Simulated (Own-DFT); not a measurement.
# What a defect does to the pressure of its cell: C40 NbSi2

Calculated, not measured: single-point runs of Own-DFT, a retired in-house plane-wave DFT program that no person has reviewed, on unrelaxed cells, without spin or spin-orbit coupling.

Settings: PBEsol; PseudoDojo norm-conserving scalar-relativistic files, made for PBE; cutoff 42 hartree; 4 x 4 x 5 k mesh centred on Gamma; cold (Marzari-Vanderbilt) smearing of 0.2 eV.

Known weak points: forces on such cells failed a check on a denser k mesh; stress not checked against mesh or cutoff.

All runs share one cell, with vectors in Å (0.000, 8.324, 0.000); (-9.613, 0.000, 0.000); (0.000, 0.000, 6.586) and a volume of 527.0 Å³. u is the rms random offset of the atoms per axis. The defect's site can differ from row to row.

| cell | formula | u (Å) | P (GPa) |
|---|---|---|---|
| no defect | Nb12Si24 | 0.0185 | -2.17 |
| no defect | Nb12Si24 | 0.0485 | -1.02 |
| no defect | Nb12Si24 | 0.0526 | -0.71 |
| one Si vacancy | Nb12Si23 | 0.0273 | -2.67 |
| one Si vacancy | Nb12Si23 | 0.0281 | ? |
| one Si vacancy | Nb12Si23 | 0.0499 | -1.72 |
| one Si vacancy | Nb12Si23 | 0.0504 | -1.55 |
| two Nb on a Si site each | Nb14Si22 | 0.0287 | 3.68 |
| two Nb on a Si site each | Nb14Si22 | 0.0447 | 4.06 |
| two Nb on a Si site each | Nb14Si22 | 0.0535 | 4.38 |
| two Si on a Nb site each | Nb10Si26 | 0.0282 | -1.62 |
| two Si on a Nb site each | Nb10Si26 | 0.0475 | -1.19 |
| two Si on a Nb site each | Nb10Si26 | 0.0493 | -0.38 |
| two Nb vacancies | Nb10Si24 | 0.0293 | -3.24 |
| two Nb vacancies | Nb10Si24 | 0.0499 | -2.53 |
| two Nb vacancies | Nb10Si24 | 0.0543 | -1.91 |

## Fit

P = P0 + c u² + a shift for each defect gives P0 = -2.29 GPa, c = 543 ± 64 GPa/Å² and a scatter of 0.22 GPa. The shifts, and each times the cell's volume:

- two Nb on a Si site each: 5.30 ± 0.18 GPa, 17.4 eV (8.7 eV for each of its 2 sites)
- two Si on a Nb site each: 0.23 ± 0.18 GPa, 0.8 eV (0.4 eV for each of its 2 sites) (not resolved)
- one Si vacancy: -0.74 ± 0.18 GPa, -2.4 eV
- two Nb vacancies: -1.41 ± 0.18 GPa, -4.6 eV (-2.3 eV for each of its 2 sites)

Positive is outwards. The product with the volume (160.2 GPa Å³ to the eV) is nearly free of the cell's size; divided by the bulk modulus at the cell's pressure it gives the volume that the defect adds. The atoms around the defects weren't relaxed, which would change these numbers.

## Check

Question: what pressure belongs in the blank (one Si vacancy, u = 0.0281 Å)?

The fitted form gives -2.60 ± 0.26 GPa. The hidden result is -2.65 GPa.
